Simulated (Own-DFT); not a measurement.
# How strain changes the stress of wurtzite GaN, 72 atoms (Ga36N36)

All numbers below are calculated, not measured. The program, named Own-DFT, is a retired in-house plane-wave density functional code that no person has reviewed. Each row is one single-point run on a periodic cell that was not relaxed, without spin or spin-orbit coupling.

Settings of every run: PBE; PseudoDojo norm-conserving scalar-relativistic files (stringent for Ga); cutoff 96 hartree; 4 x 4 x 3 k mesh centred on Gamma; Gaussian smearing of 0.01 eV.

Known limits: forces not confirmed at this smearing and k mesh; stress not checked against mesh or cutoff.

Unstrained cell vectors in Å: (9.567, 0.000, 0.000); (-4.783, 8.285, 0.000); (0.000, 0.000, 10.370). The unstrained cell has measured lattice constants (interpolated for alloys), not those of this functional. That, the random moves and any unrelaxed bonds set the pressure at no strain. Each run strains this cell uniformly, with the atoms carried along. Every atom was also moved at random, by a Gaussian of width 0.05 Å on each axis. Strain is the symmetric tensor, in per cent. Stress is positive in tension, and the pressure is minus a third of its trace.

```
run  e_xx (%)  e_yy (%)  e_zz (%)  s_xx (GPa)  s_yy (GPa)  s_zz (GPa)  P (GPa)  E (meV/atom)
  1      3.00      3.00      0.00        6.75        6.94       -3.53    -3.39           7.3
  2      1.75      1.75      0.00        1.50       -0.02       -4.74     1.09          10.4
  3     -1.25     -1.25      0.00      -11.69      -16.06       -9.60    12.45          33.6
  4      2.50      2.50      0.00        4.93        4.66       -3.90    -1.90           0.0
  5     -1.75     -1.75      0.00      -16.26      -17.26       -9.58    14.36          27.2
  6     -2.25     -2.25      0.00      -19.91      -20.92      -11.17    17.33          55.1
  7     -1.00     -1.00      0.00      -12.20      -12.96       -8.35    11.17          26.1
  8      2.00      2.00      0.00        2.71        1.73       -4.70     0.09          10.5
  9      1.50      1.50      0.00           ?           ?           ?        ?             ?
```

E is the free energy for each atom above the lowest run shown.

## Worked fit

The change of volume is close to e_xx + e_yy + e_zz. A straight line through the runs shown gives P = 7.92 - 192 x (fractional change of volume) GPa, with an error of 4 on the slope and a scatter of 0.47 GPa. The strain isn't the same on all axes and the cell isn't cubic, so the slope belongs to this path and is not the bulk modulus.

## Withheld run

Question: what pressure should run 9 give? Its volume changes by 3.02 %.

The line gives 2.1 GPa. The calculation gave 1.44 GPa.
